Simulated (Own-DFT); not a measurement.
# How strain changes the stress of wurtzite AlGaN with randomly placed atoms, 72 atoms (Al9Ga27N36)

All numbers below are calculated, not measured. The program, named Own-DFT, is a retired in-house plane-wave density functional code that no person has reviewed. Each row is one single-point run on a periodic cell that was not relaxed, without spin or spin-orbit coupling.

Settings of every run: PBE; PseudoDojo norm-conserving scalar-relativistic files (stringent for Ga); cutoff 96 hartree; 4 x 4 x 3 k mesh centred on Gamma; Gaussian smearing of 0.01 eV.

Known limits: forces on such cells passed a denser k mesh, each cell not checked; stress not checked against mesh or cutoff.

Unstrained cell vectors in Å: (9.509, 0.000, 0.000); (-4.755, 8.235, 0.000); (0.000, 0.000, 10.268). The unstrained cell has measured lattice constants (interpolated for alloys), not those of this functional. That, the random moves and any unrelaxed bonds set the pressure at no strain. Each run strains this cell uniformly, with the atoms carried along. Every atom was also moved at random, by a Gaussian of width 0.05 Å on each axis. The random placing of the alloy's atoms differs from row to row. Strain is the symmetric tensor, in per cent. Stress is positive in tension, and the pressure is minus a third of its trace.

```
run,e_xx (%),e_yy (%),e_zz (%),s_xx (GPa),s_yy (GPa),s_zz (GPa),P (GPa),E (meV/atom)
1,0.00,0.00,-1.75,-6.80,-10.32,-17.63,11.58,45.3
2,0.00,0.00,0.50,-5.23,-7.12,-5.71,6.02,9.2
3,0.00,0.00,1.00,-5.82,-6.99,-3.12,5.31,7.8
4,0.00,0.00,-0.25,-6.30,-4.91,-11.38,7.53,11.5
5,0.00,0.00,-0.75,-7.24,-7.00,-11.69,8.64,12.6
6,0.00,0.00,-2.00,-9.49,-6.92,-17.47,11.29,29.4
7,0.00,0.00,1.75,-3.70,-4.97,-1.29,3.32,0.0
8,0.00,0.00,2.75,-4.17,-4.74,3.37,1.85,4.6
9,0.00,0.00,2.25,?,?,?,?,?
```

E is the free energy for each atom above the lowest run shown.

## Worked fit

The change of volume is close to e_xx + e_yy + e_zz. A straight line through the runs shown gives P = 7.27 - 210 x (fractional change of volume) GPa, with an error of 8 on the slope and a scatter of 0.37 GPa. The strain isn't the same on all axes and the cell isn't cubic, so the slope belongs to this path and is not the bulk modulus.

## Withheld run

Question: what pressure should run 9 give? Its volume changes by 2.25 %.

The line gives 2.5 GPa. The calculation gave 3.33 GPa.
